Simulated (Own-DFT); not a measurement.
# Computed records: GaP (zincblende, atoms displaced)

All values are calculated (Own-DFT development build). A calculation, not a measurement: plane-wave PBE density functional theory by an unreviewed code, no spin, of a simulated periodic cell, stress positive in tension, free energy of the whole cell less one offset for each atom, forces on such cells passed a denser k mesh, this cell's mesh not checked; offsets are fitted by least squares, one for each functional and potential file, so energies compare only between cells with the same atoms and settings and are not formation energies; the far tail of each file's local potential was reset to the Coulomb form; each entry is a single point on an unrelaxed cell, so the pressure reflects the starting lattice, mostly measured values (interpolated for alloys), from which strain is counted, and rises with the displacements; printed positions are rounded, which can move forces by about a meV/angstrom; the program, named Own-DFT, is a retired in-house code; no spin-orbit coupling; before rounding, a Quantum ESPRESSO 7.3.1 run of the same cell and cutoff gave forces within 1 meV/angstrom rms on each cell, which checks the program and not the settings.

## GaP (zincblende, atoms displaced)

```xyz
96
Lattice="16.3515 0.0000 0.0000 0.0000 10.9010 0.0000 0.0000 0.0000 10.9010" Properties=species:S:1:pos:R:3 GaP
Ga    16.3324     0.0353    10.8990
Ga     0.0168     2.7281     2.7329
Ga     2.7356     0.0285     2.7327
Ga     2.7425     2.7288    10.8431
P      1.3801     1.3609     1.4071
P      1.3427     4.1044     4.1005
P      4.0683     1.3591     4.0994
P      4.0970     4.1077     1.3667
Ga    16.3426    10.8866     5.4436
Ga    16.3206     2.7068     8.1493
Ga     2.7688    10.8834     8.1944
Ga     2.7415     2.7476     5.4598
P      1.3381     1.3674     6.8143
P      1.3627     4.0964     9.5723
P      4.1071     1.4009     9.5370
P      4.1162     4.0713     6.8055
Ga    16.3336     5.4415    10.9005
Ga     0.0116     8.1720     2.7421
Ga     2.7437     5.4133     2.7170
Ga     2.7056     8.1535    10.8996
P      1.3943     6.8189     1.3571
P      1.3558     9.5673     4.0945
P      4.1069     6.8102     4.1032
P      4.1008     9.5413     1.3843
Ga    16.3361     5.4541     5.4583
Ga    16.3357     8.1931     8.1663
Ga     2.7069     5.4342     8.1823
Ga     2.6843     8.2028     5.4442
P      1.3599     6.8397     6.8311
P      1.3223     9.5124     9.5376
P      4.0389     6.8334     9.5211
P      4.0960     9.5463     6.8228
Ga     5.4204     0.0088     0.0100
Ga     5.4508     2.7268     2.7128
Ga     8.1625     0.0181     2.7288
Ga     8.1840     2.7464     0.0275
P      6.8208     1.3423     1.3487
P      6.8068     4.0974     4.0709
P      9.5434     1.3650     4.1217
P      9.5242     4.0815     1.3286
Ga     5.4306    10.8998     5.4533
Ga     5.4315     2.7207     8.1626
Ga     8.1952    10.8983     8.1651
Ga     8.1586     2.7367     5.4253
P      6.8298     1.3614     6.8141
P      6.8186     4.0968     9.5766
P      9.5274     1.3279     9.5428
P      9.5707     4.0880     6.8055
Ga     5.4562     5.4612     0.0330
Ga     5.4285     8.1954     2.7488
Ga     8.1764     5.4357     2.7118
Ga     8.1675     8.1574    10.8561
P      6.7679     6.8020     1.3981
P      6.8093     9.5131     4.0525
P      9.5524     6.7966     4.0657
P      9.5375     9.5336     1.3946
Ga     5.4527     5.4597     5.4569
Ga     5.4491     8.1500     8.1744
Ga     8.2173     5.4479     8.1652
Ga     8.2192     8.1375     5.4607
P      6.8302     6.7837     6.8262
P      6.8300     9.5277     9.5606
P      9.5378     6.8090     9.5296
P      9.5645     9.5237     6.8163
Ga    10.8867    10.8990     0.0006
Ga    10.8844     2.7102     2.6949
Ga    13.6148     0.0104     2.7510
Ga    13.6180     2.7180    10.8909
P     12.2551     1.3815     1.3746
P     12.2597     4.0656     4.0884
P     14.9645     1.3650     4.0795
P     15.0158     4.1109     1.3467
Ga    10.8965     0.0120     5.4480
Ga    10.8893     2.7018     8.1716
Ga    13.6311    10.8923     8.1635
Ga    13.6151     2.7129     5.4149
P     12.2788     1.3933     6.7848
P     12.2693     4.0423     9.5467
P     15.0054     1.3645     9.5413
P     14.9415     4.1054     6.8053
Ga    10.8952     5.4344    10.8692
Ga    10.8651     8.1847     2.7022
Ga    13.6211     5.5012     2.7004
Ga    13.6479     8.1501     0.0159
P     12.2409     6.8266     1.3681
P     12.2401     9.5325     4.0985
P     14.9769     6.8195     4.0973
P     14.9954     9.5406     1.3645
Ga    10.9221     5.4150     5.4424
Ga    10.9058     8.1520     8.1877
Ga    13.6308     5.4330     8.1770
Ga    13.6301     8.1966     5.4408
P     12.2773     6.8323     6.8132
P     12.2670     9.5339     9.5290
P     15.0085     6.8404     9.5305
P     15.0838     9.5116     6.8020
```

| Item | Value |
| --- | --- |
| functional | PBE |
| potential files | PseudoDojo norm-conserving, scalar-relativistic, standard set |
| wave cutoff | 42 hartree |
| occupations | Fermi-Dirac |
| smearing width | 0.1 eV |
| k mesh | 2 x 3 x 3 centred on Gamma |
| free energy of cell above offsets | -53.598 eV |
| pressure | 2.72 GPa |
| stress xx | -2.71 GPa |
| stress yy | -2.72 GPa |
| stress zz | -2.72 GPa |
| stress yz | 0.16 GPa |
| stress xz | 0.06 GPa |
| stress xy | 0.23 GPa |

Force:
```
element  x (eV/Å)  y (eV/Å)  z (eV/Å)
     Ga     0.362    -0.312     0.239
     Ga    -0.195     0.074    -0.003
     Ga     0.013    -0.391     0.037
     Ga    -0.178     0.067     0.843
      P    -0.033     0.226    -0.731
      P     0.242    -0.086     0.027
      P     0.293     0.277    -0.043
      P    -0.093    -0.523     -0.26
     Ga     0.136     0.463    -0.087
     Ga     0.194     0.453      0.17
     Ga    -0.596     0.165     0.047
     Ga    -0.374    -0.181    -0.023
      P     0.471    -0.154    -0.029
      P    -0.326     -0.22     -0.61
      P    -0.092    -0.547    -0.072
      P    -0.316     0.378     0.133
     Ga     0.338     0.456    -0.014
     Ga     0.027      0.02    -0.153
     Ga    -0.172     0.435     0.242
     Ga     0.114     0.512     0.031
      P    -0.394    -0.321     0.302
      P     0.098    -0.091    -0.286
      P     -0.51     0.092     0.009
      P    -0.464    -0.014    -0.279
     Ga     0.043     0.178      0.16
     Ga     0.388    -0.383     0.234
     Ga     0.085     0.013    -0.174
     Ga     0.391    -0.173     0.081
      P    -0.068    -0.368    -0.163
      P     0.439     0.506     0.195
      P     0.556    -0.404     0.199
      P     0.002    -0.271    -0.139
     Ga     0.295    -0.165    -0.094
     Ga    -0.016    -0.181      0.05
     Ga     0.137    -0.138     0.163
     Ga    -0.223    -0.455     -0.42
      P    -0.118     0.308     0.105
      P    -0.028    -0.066     0.104
      P    -0.189     0.047    -0.478
      P     0.308      0.21     0.408
     Ga      0.37    -0.079    -0.131
     Ga     0.656     0.172     0.144
     Ga    -0.198    -0.254     0.014
     Ga     0.099     0.085     0.257
      P    -0.172     0.001    -0.061
      P    -0.058    -0.022    -0.494
      P     0.006     0.457     0.039
      P    -0.338    -0.186     0.005
     Ga    -0.254     0.179    -0.435
     Ga     0.067    -0.265    -0.128
     Ga    -0.044     0.129    -0.021
     Ga    -0.009    -0.068     0.819
      P     0.527      0.37    -0.252
      P     0.232     0.245     0.718
      P     0.034     -0.21     0.141
      P    -0.345     0.132    -0.591
     Ga     0.147    -0.078    -0.033
     Ga     0.126     0.183     0.094
     Ga    -0.302    -0.287     0.163
     Ga    -0.352     0.242    -0.176
      P    -0.003     0.194    -0.079
      P    -0.417     0.264     -0.42
      P     0.126    -0.059     0.042
      P    -0.116      0.06    -0.009
     Ga     0.227     -0.15     0.139
     Ga    -0.079     0.221     0.328
     Ga    -0.106    -0.266    -0.284
     Ga     0.307    -0.011     0.295
      P     0.124    -0.346    -0.235
      P     0.096      0.23    -0.555
      P     0.412    -0.032     0.074
      P     -0.48    -0.313     0.284
     Ga     0.162    -0.126       0.2
     Ga     0.055    -0.064     0.084
     Ga     0.184    -0.049    -0.177
     Ga     0.123      0.24     0.156
      P    -0.087    -0.451     0.285
      P    -0.147       0.4    -0.266
      P    -0.428     0.034    -0.126
      P     0.395    -0.358    -0.133
     Ga     0.182     0.055     0.164
     Ga     0.325    -0.081     0.335
     Ga     0.003    -0.501     0.219
     Ga    -0.198     0.307    -0.099
      P    -0.078    -0.115    -0.312
      P     0.064     0.064    -0.168
      P     0.101     0.026     -0.12
      P    -0.096     0.088     0.162
     Ga     0.083     0.427     0.008
     Ga     0.115      0.19    -0.088
     Ga    -0.219      0.33      0.23
     Ga     0.088     0.028     0.195
      P    -0.047    -0.311    -0.046
      P     0.084    -0.061     0.215
      P     -0.22    -0.447    -0.008
      P    -1.274     0.403    -0.084
```
